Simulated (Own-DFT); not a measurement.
## Calculated data, GaN (wurtzite, strained, atoms displaced)

Computed with Own-DFT development build. A calculation, not a measurement: plane-wave PBE density functional theory by an unreviewed code, no spin, of a simulated periodic cell, stress positive in tension, free energy of the whole cell less one offset for each atom, forces on such cells passed a denser k mesh, this cell's mesh not checked; offsets are fitted by least squares, one for each functional and potential file, so energies compare only between cells with the same atoms and settings and are not formation energies; the far tail of each file's local potential was reset to the Coulomb form; each entry is a single point on an unrelaxed cell, so the pressure reflects the starting lattice, mostly measured values (interpolated for alloys), from which strain is counted, and rises with the displacements; printed positions are rounded, which can move forces by about a meV/angstrom; the program, named Own-DFT, is a retired in-house code; no spin-orbit coupling.

Settings shared by all entries: functional PBE; potential files PseudoDojo norm-conserving, scalar-relativistic, standard set with the stringent files for Ga; wave cutoff 96 hartree; occupations Gaussian; smearing width 0.01 eV; k mesh 3 x 4 x 3 centred on Gamma.

(1) 
```xyz
96
Lattice="12.7560 0.0000 0.0000 -4.7835 8.2853 0.0000 0.0000 0.0000 10.2663" Properties=species:S:1:pos:R:3:force_x:R:1:force_y:R:1:force_z:R:1 formula=GaN free_energy_of_cell_above_offsets=-4.739 pressure=8.78 stress_xx=-7.1 stress_yy=-8.18 stress_zz=-11.06 stress_yz=-0.06 stress_xz=-0.56 stress_xy=1.46
Ga     0.0224     1.8914    10.2237     -0.833     -0.925      1.588
Ga     1.6265     0.9675     2.6324     -0.215     -0.874     -2.267
N      0.0418     1.8601     2.0414     -0.861     -0.303     -1.545
N      1.5789     0.9023     4.4422      0.793      0.453      2.632
Ga     0.0180     1.8319     5.1288     -0.457      -0.22     -0.648
Ga     1.5632     0.9483     7.6774      1.681     -1.173      1.258
N      0.0898     1.8089     7.0181     -2.306      0.773      0.851
N      1.5497     0.9124     9.7592       0.77     -0.185      -1.67
Ga    -1.5539     4.5808    10.1784     -1.708      0.108      1.802
Ga     0.0811     3.6614     2.6062     -1.502       0.76      0.075
N     -1.6444     4.6236     1.9141      2.313      0.067       0.09
N     -0.0191     3.6724     4.5818      1.218      0.134      -0.55
Ga    -1.5132     4.6842     5.0610     -1.649     -1.908      1.321
Ga     0.0099     3.6504     7.7208     -0.369     -0.381     -1.164
N     -1.5770     4.6419     7.1092      0.423     -1.647     -0.896
N      0.0237     3.7222     9.6255     -0.798     -1.088     -0.404
Ga    -3.1930     7.3069     0.0245     -1.867      0.927       0.71
Ga    -1.5740     6.4998     2.5347     -0.138     -1.737      0.192
N     -3.1161     7.3635     2.0159     -1.533      1.071      -1.04
N     -1.6345     6.3869     4.4654      0.339       2.68      0.318
Ga    -3.1853     7.4294     5.1930     -0.402     -1.414     -0.611
Ga    -1.5981     6.3610     7.7297     -0.094      2.267      0.424
N     -3.2093     7.2999     7.1281      0.689      0.942     -0.269
N     -1.6861     6.4480     9.7184      2.315     -0.598      -1.43
Ga     3.1547     1.9055     0.0283      0.902     -1.983     -0.041
Ga     4.7835     0.8805     2.6032      0.358      1.502      -1.76
N      3.1627     1.8938     1.9689      0.966     -0.589      0.101
N      4.7824     0.9085     4.4826      0.863       0.38      0.459
Ga     3.2773     1.8252     5.0859      -1.91      0.752       0.65
Ga     4.8021     0.8984     7.6825     -0.103      1.189      1.135
N      3.2215     1.8747     7.0489     -0.074     -0.511     -0.199
N      4.8333     0.9288     9.6477     -0.212     -0.077      0.288
Ga     1.4678     4.5850     0.0128      3.482       0.73      0.786
Ga     3.1786     3.7126     2.5375      1.495     -0.275     -0.168
N      1.6633     4.6171     2.0056     -1.591      0.265     -1.311
N      3.1292     3.6835     4.4383      1.061     -0.058      1.117
Ga     1.6482     4.5919     5.1878     -1.261     -0.269     -0.186
Ga     3.2315     3.7399     7.6601      1.859     -1.405      1.303
N      1.6522     4.4937     7.1640     -1.483      1.879     -1.316
N      3.2288     3.6198     9.6437     -0.924      2.191     -0.348
Ga    -0.0177     7.3428     0.0290     -0.146      1.087     -1.024
Ga     1.5628     6.4149     2.6097      0.383       0.87     -0.828
N     -0.0172     7.3883     1.9142      0.913     -0.341       0.96
N      1.4986     6.4305     4.5191      0.416     -0.175      0.301
Ga    -0.0645     7.4211     5.1009     -0.155     -1.336      0.473
Ga     1.5464     6.3772     7.6458      0.704      0.948      0.756
N      0.0087     7.4217     7.0414     -0.398     -1.708      0.192
N      1.6218     6.4392     9.7368      -1.48     -0.794     -1.782
Ga     6.5329     1.8850     0.0009     -2.993      0.242      0.826
Ga     8.0281     0.9589     2.5680      -0.49      0.099      0.435
N      6.4189     1.9032     1.9957     -0.458     -1.284     -0.742
N      8.0433     0.9282     4.5189     -1.088      0.102     -0.014
Ga     6.3697     1.8938     5.1664      1.095     -0.226      -0.51
Ga     7.9267     0.9194     7.7439      1.364     -0.489     -1.643
N      6.4598     1.8302     7.1311     -1.831      0.727     -1.167
N      7.9663     0.9514     9.5933      0.697     -1.522      0.981
Ga     4.8099     4.5899    10.2616      -1.02      0.258     -0.413
Ga     6.3360     3.7256     2.5048      2.244     -0.035      0.938
N      4.8430     4.6071     1.9062     -1.661      1.218      0.164
N      6.3378     3.7461     4.4840     -0.328     -0.768      0.256
Ga     4.7339     4.6400     5.1205       0.46     -0.041      0.218
Ga     6.4648     3.6827     7.7087     -1.592     -0.289      0.247
N      4.8700     4.6317     7.0878     -0.795      0.282     -0.327
N      6.3434     3.7178     9.6291      1.015     -0.804     -0.003
Ga     3.1273     7.3700    10.2349      1.362      0.176      0.806
Ga     4.7723     6.5010     2.5863       0.66     -0.962     -0.335
N      3.2259     7.3651     1.9470     -1.054      0.448     -0.372
N      4.7788     6.4841     4.4969     -0.764     -0.472      0.087
Ga     3.1030     7.3329     5.0773      1.026      1.101     -0.084
Ga     4.7462     6.5405     7.7381      0.782     -0.911     -2.742
N      3.1800     7.3940     6.9839     -0.567     -0.591      1.407
N      4.8107     6.4702     9.5470     -1.843     -0.497      2.111
Ga     9.5485     1.7230     0.0261       0.99       1.77     -1.152
Ga    11.1342     0.8819     2.5746      0.313      1.516     -1.448
N      9.5317     1.9587     1.8564      0.788     -2.615      1.444
N     11.1319     0.9112     4.4205      0.712      0.278      1.824
Ga     9.6396     1.9054     5.1071     -0.886     -0.957      0.985
Ga    11.0659     0.8996     7.7413      1.189      0.115     -1.477
N      9.5307     1.9034     7.1363      0.407     -1.461     -1.263
N     11.1720     0.9409     9.5975      0.173     -0.827        1.4
Ga     7.9462     4.6002    10.2475      1.348     -1.221      0.687
Ga     9.6249     3.6645     2.5742     -0.601      1.224      0.203
N      8.0758     4.5830     1.9077     -1.661      0.795      0.566
N      9.5362     3.6707     4.5241       0.51      1.264      0.111
Ga     7.8973     4.6063     5.2005      0.994      0.045     -1.225
Ga     9.5499     3.6833     7.6786       0.88       0.37      1.366
N      7.9804     4.5790     7.1168      0.363      0.335     -0.679
N      9.6330     3.6094     9.6922     -1.062       0.29     -1.245
Ga     6.2878     7.2970    10.2660       2.31      1.102      0.034
Ga     8.0017     6.4752     2.5795      0.407     -1.003      -0.18
N      6.3939     7.3881     1.9349     -0.257     -0.555     -0.307
N      7.9607     6.4292     4.5164      0.175      0.446      0.347
Ga     6.3636     7.3817     5.1014      0.278     -0.089      0.046
Ga     7.9453     6.3996     7.6695      0.181      0.454      0.777
N      6.4465     7.3508     7.0119     -1.457      0.743      0.715
N      7.9204     6.3328     9.6193      0.215      2.219      0.021
```

Units: free_energy_of_cell_above_offsets in eV; pressure, stress_xx, stress_yy, stress_zz, stress_yz, stress_xz, stress_xy in GPa; force_x, force_y, force_z in eV/Å.

(2) 
```xyz
96
Lattice="12.7560 0.0000 0.0000 -4.7835 8.2853 0.0000 0.0000 0.0000 10.2663" Properties=species:S:1:pos:R:3:force_x:R:1:force_y:R:1:force_z:R:1 formula=GaN free_energy_of_cell_above_offsets=-4.265 pressure=9.06 stress_xx=-8.41 stress_yy=-7.23 stress_zz=-11.52 stress_yz=-0.77 stress_xz=-0.49 stress_xy=0.08
Ga    -0.0204     1.8169    10.2398     -0.872      1.256      1.345
Ga     1.5632     0.9717     2.5784       0.43     -0.474     -1.297
N     -0.0316     1.8053     1.9745     -0.119      1.016     -0.673
N      1.6333     1.0146     4.4389     -0.734     -1.816      1.167
Ga    -0.0073     1.8025     5.1182      -0.29      0.655     -0.301
Ga     1.6606     0.8284     7.6301     -1.157      2.924       1.89
N      0.0131     1.8195     7.0574     -0.075       0.02      0.096
N      1.4446     0.9514     9.6320      3.126     -1.309     -0.727
Ga    -1.6375     4.4904    10.2445      0.488      2.652       1.34
Ga    -0.0852     3.7275     2.5622      2.678     -1.626      0.741
N     -1.5459     4.5575     1.9645      -2.76      1.177     -1.524
N      0.0083     3.6791     4.4949     -0.284      0.228       1.01
Ga    -1.6265     4.6297     5.2229      0.276     -1.467       -1.7
Ga    -0.0528     3.6537     7.7327      0.751     -0.087     -0.605
N     -1.6150     4.6015     7.1164     -0.353      0.028     -0.111
N     -0.0905     3.7657     9.6434      2.066     -1.865     -0.418
Ga    -3.2199     7.2463     0.0004      0.266      2.007     -0.859
Ga    -1.6570     6.4296     2.4984      0.875      -0.29      0.274
N     -3.1886     7.3613     1.8752     -0.113      0.238      1.159
N     -1.5907     6.3734     4.4433     -1.247      0.775       0.54
Ga    -3.2355     7.3053     5.1177      0.044       0.81     -1.071
Ga    -1.5702     6.4462     7.7070     -0.237      0.222      0.047
N     -3.1789     7.4397     7.0209     -0.099     -3.293     -0.197
N     -1.6108     6.4764     9.6028     -0.066     -0.747      0.869
Ga     3.1607     1.8537     0.0544     -0.466       -0.6     -1.863
Ga     4.8570     0.9108     2.5518     -1.331      0.377      0.243
N      3.1895     1.8644     1.8938      0.161     -0.984      1.553
N      4.7486     1.0020     4.4702      0.832     -1.384      0.875
Ga     3.1939     1.8837     5.0668     -0.087     -0.609       1.05
Ga     4.8199     0.8890     7.7190      -0.88      0.583      -0.23
N      3.1265     1.8453     7.0457      1.715       0.32      0.084
N      4.7849     0.8555     9.6524     -0.859      0.945     -0.148
Ga     1.5881     4.5533    10.1982      0.047      1.118      1.125
Ga     3.1160     3.6488     2.5652      1.471      0.383     -0.187
N      1.6079     4.5348     1.9521     -1.166      1.455     -0.577
N      3.1980     3.6808     4.5295     -0.308      0.697     -0.619
Ga     1.6459     4.6074     5.1647     -1.455     -0.121     -0.617
Ga     3.1763     3.7260     7.6752     -0.018         -1        0.8
N      1.6017     4.6482     7.1057     -0.594     -1.737     -0.411
N      3.2695     3.7145     9.6822     -1.839     -1.166     -1.569
Ga     0.0178     7.3495     0.0545     -0.758     -0.381       -0.3
Ga     1.5749     6.5040     2.6114      -0.34     -1.674     -0.313
N     -0.0172     7.3647     1.9830     -0.265     -0.177     -0.201
N      1.5569     6.4661     4.5440      0.529      0.009      0.174
Ga    -0.1188     7.3225     5.1406      1.428      1.271     -0.232
Ga     1.5518     6.4003     7.6464      1.217      0.617      1.723
N      0.0745     7.3291     7.1053     -2.043      1.117     -1.242
N      1.4950     6.4477     9.6127      2.044     -0.294      0.077
Ga     6.2790     1.8388     0.0058      1.131      0.366      0.155
Ga     8.0514     0.8654     2.5686     -1.375      0.534      0.731
N      6.3747     1.8266     1.9448      1.096      0.132     -0.154
N      7.9832     0.9396     4.5643     -0.437     -0.764     -0.319
Ga     6.3681     1.8676     5.2172     -0.127     -0.327     -1.225
Ga     7.9670     0.8549     7.6242     -0.707      0.808      1.491
N      6.3780     1.9565     7.1531     -0.077      -2.95     -0.816
N      7.9543     0.9631     9.6740     -0.969     -0.006     -1.173
Ga     4.7852     4.5863    10.2043      1.048      1.387      1.054
Ga     6.3781     3.6838     2.5921     -0.156     -0.144     -0.424
N      4.8050     4.5510     1.8738     -0.741      0.397      1.152
N      6.4142     3.6560     4.4969      -1.05       0.55      1.001
Ga     4.6955     4.6104     5.1818      1.809     -0.472     -1.254
Ga     6.3102     3.6797     7.6711      0.751       2.04      1.078
N      4.7505     4.6470     7.0509      0.328     -0.042       0.88
N      6.4283     3.7203     9.6571     -1.017      -0.85      -1.02
Ga     3.2560     7.4714    10.2516     -1.191     -2.066       0.08
Ga     4.6791     6.3757     2.6358       1.96      0.157     -1.554
N      3.1444     7.3236     1.9449      0.581      0.557     -0.093
N      4.8474     6.4248     4.5533     -2.154     -0.578     -0.433
Ga     3.2345     7.3341     5.1838     -0.925      0.597     -1.437
Ga     4.8005     6.5266     7.6364     -0.912     -1.332      1.282
N      3.1702     7.3291     7.0558     -0.194      0.188      0.626
N      4.7741     6.4614     9.6008      0.102      0.069     -0.481
Ga     9.4539     1.8318     0.0705        1.9      0.462      -1.25
Ga    11.1636     0.8900     2.6013     -0.082     -0.338      -0.81
N      9.5477     1.8624     1.9462      0.357     -1.163      0.044
N     11.1150     0.8606     4.5007      0.042      1.038      0.916
Ga     9.5293     1.8764     5.1935      0.691       0.04      -0.58
Ga    11.2127     0.9020     7.7397     -0.655      0.467     -0.509
N      9.5056     1.7907     7.1402      1.369      0.768     -0.563
N     11.1582     0.9691     9.6562     -1.265     -0.419     -0.336
Ga     7.9666     4.5832    10.2441      0.662      0.737      0.603
Ga     9.5667     3.5963     2.5697     -0.083      1.848     -0.768
N      7.9632     4.6150     1.9514      0.661     -0.941     -0.855
N      9.5235     3.6822     4.3952      0.339      0.351      3.179
Ga     7.9236     4.6467     5.1885      0.434     -1.178     -1.904
Ga     9.4952     3.6918     7.7211      1.247     -1.066     -0.422
N      8.0297     4.5921     7.0390      -1.56      0.491      1.111
N      9.6346     3.6944     9.5876     -2.606     -0.838      0.932
Ga     6.4364     7.3462    10.0789     -3.342      1.912      3.388
Ga     8.0425     6.3911     2.5401     -2.041      1.332      0.381
N      6.3430     7.4056     1.8975      0.061     -1.426     -0.102
N      7.8372     6.4111     4.5334      1.764      0.891     -0.567
Ga     6.3001     7.3642     5.1788      1.259      0.637     -1.605
Ga     7.9491     6.4286     7.6562      0.759      0.228      0.058
N      6.3620     7.3087     7.0120      0.811      1.138      1.691
N      7.9033     6.5307     9.6069      2.875     -3.021      -1.37
```

Units: free_energy_of_cell_above_offsets in eV; pressure, stress_xx, stress_yy, stress_zz, stress_yz, stress_xz, stress_xy in GPa; force_x, force_y, force_z in eV/Å.
